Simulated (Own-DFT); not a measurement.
# Strain and stress in wurtzite GaN, 96 atoms (Ga48N48)

Calculated results; nothing here was measured. They come from Own-DFT, an in-house plane-wave density functional program, since retired, whose code no person has reviewed. Each row is one single-point run on a periodic cell that was not relaxed, without spin or spin-orbit coupling.

Settings of every run: PBE; PseudoDojo norm-conserving scalar-relativistic files (stringent for Ga); cutoff 96 hartree; 3 x 4 x 3 k mesh centred on Gamma; Gaussian smearing of 0.01 eV.

Known limits: forces on such cells passed a denser k mesh, each cell not checked; stress not checked against mesh or cutoff.

Unstrained cell vectors in Å: (12.756, 0.000, 0.000); (-4.783, 8.285, 0.000); (0.000, 0.000, 10.370). The unstrained cell has measured lattice constants (interpolated for alloys), not those of this functional. That, the random moves and any unrelaxed bonds set the pressure at no strain. Each run strains this cell uniformly, with the atoms carried along. Every atom was also moved at random, by a Gaussian of width 0.05 Å on each axis. Strain is the symmetric tensor, in per cent. Stress is positive in tension, and the pressure is minus a third of its trace.

```
run  e_xx (%)  e_yy (%)  e_zz (%)  e_yz (%)  e_xz (%)  e_xy (%)  s_xx (GPa)  s_yy (GPa)  s_zz (GPa)  s_yz (GPa)  s_xz (GPa)  s_xy (GPa)  P (GPa)  E (meV/atom)
  1      1.70     -1.98     -1.60     -0.90     -0.47     -0.03       -2.28      -14.68      -16.15       -1.14       -0.45        0.62    11.03          22.5
  2      0.40      1.99     -1.83      1.52      1.95      0.00       -6.37        0.10      -13.29        2.88        4.27        1.16     6.52          22.9
  3     -1.53      0.45      0.58      0.39      1.82     -0.37      -12.62       -5.41       -6.48        0.47        4.21        0.10     8.17          13.9
  4      0.20      0.81      1.83     -1.69     -0.36     -1.97       -3.37       -1.61       -1.04       -2.73       -0.73       -5.36     2.01           7.5
  5      0.91     -1.46     -0.22     -0.45      1.10     -0.61       -4.00      -12.45       -9.24       -0.67        2.13       -2.25     8.57          10.7
  6     -0.91     -0.20     -1.10     -1.83     -1.88      0.28      -11.01      -10.95      -13.97       -4.57       -3.89        0.75    11.98          30.6
  7     -1.04     -0.95      0.18      0.75      0.39     -0.23      -14.01      -11.25       -8.34        1.47        1.92       -0.55    11.20          24.5
  8      0.29      0.51      0.14      1.01     -1.04     -0.90       -2.78       -5.50       -7.51        1.91       -1.93       -2.69     5.26           4.9
  9      0.17      0.98     -0.96      1.11     -0.62      0.84       -5.38       -2.52      -12.42        1.97       -1.89        3.11     6.77           4.7
 10      0.76      0.63      0.15     -1.08      1.61      1.07       -4.22       -3.52       -5.61       -2.20        2.76        3.96     4.45           9.9
 11     -1.27      1.18      0.44     -1.18     -0.22      1.05      -11.00       -3.25       -4.69       -2.53       -1.01        3.53     6.32           0.0
 12      1.21      1.62      0.21     -1.84      1.15     -1.50       -1.27        0.80       -3.95       -3.66        2.26       -3.92     1.47           0.8
 13     -1.11      0.24      0.70      0.78     -0.66     -0.97      -12.83       -6.53       -4.68        0.80       -2.62       -3.11     8.01          18.9
 14      1.03      0.37     -0.49     -1.22      0.45      0.51       -3.47       -5.44       -7.75       -3.04        0.92        1.98     5.55           8.6
 15     -1.89     -0.69     -1.17      1.71      1.49     -0.85      -16.34      -16.13      -14.48        3.17        3.61       -3.08    15.65          51.5
 16      1.49     -0.09     -1.66     -1.69      0.64      0.17           ?           ?           ?           ?           ?           ?        ?             ?
```

E is the free energy for each atom above the lowest run shown.

## Worked fit

Each stress component was fitted by least squares to a constant and the strains of the runs shown, as fractions, with shears doubled. Shear strains stay in the fit of a normal stress only where such slopes are resolved. The slopes, in GPa:

```
stress,at no strain,per e_xx,per e_yy,per e_zz,scatter
s_xx,-7.1,434 ± 32,70 ± 33,77 ± 37,1.32
s_yy,-7.2,135 ± 25,426 ± 26,121 ± 30,1.05
s_zz,-8.0,59 ± 25,101 ± 25,416 ± 29,1.03
```

Each shear stress against twice its own strain: yz 102 ± 6, xz 110 ± 8, xy 157 ± 9 GPa. These are stiffnesses along x, y and z of the frame in which the cell vectors are given, which need not be the crystal's axes. The atoms are held to the strained lattice; where symmetry lets them move under strain, relaxing them would lower some slopes. The table should be nearly symmetric about its diagonal, and what it lacks of that shows the noise. A ninth of its sum, 204 ± 5 GPa, estimates the bulk modulus near the mean pressure of these runs, 7.5 GPa, so it lies above the value at zero pressure.

## Withheld run

Question: what normal stresses and pressure should run 16 give?

The fit gives s_xx = -2.0, s_yy = -7.6, s_zz = -14.1 and P = 7.9 GPa. The calculation gave -2.85, -5.77, -13.25 and P = 7.29 GPa.
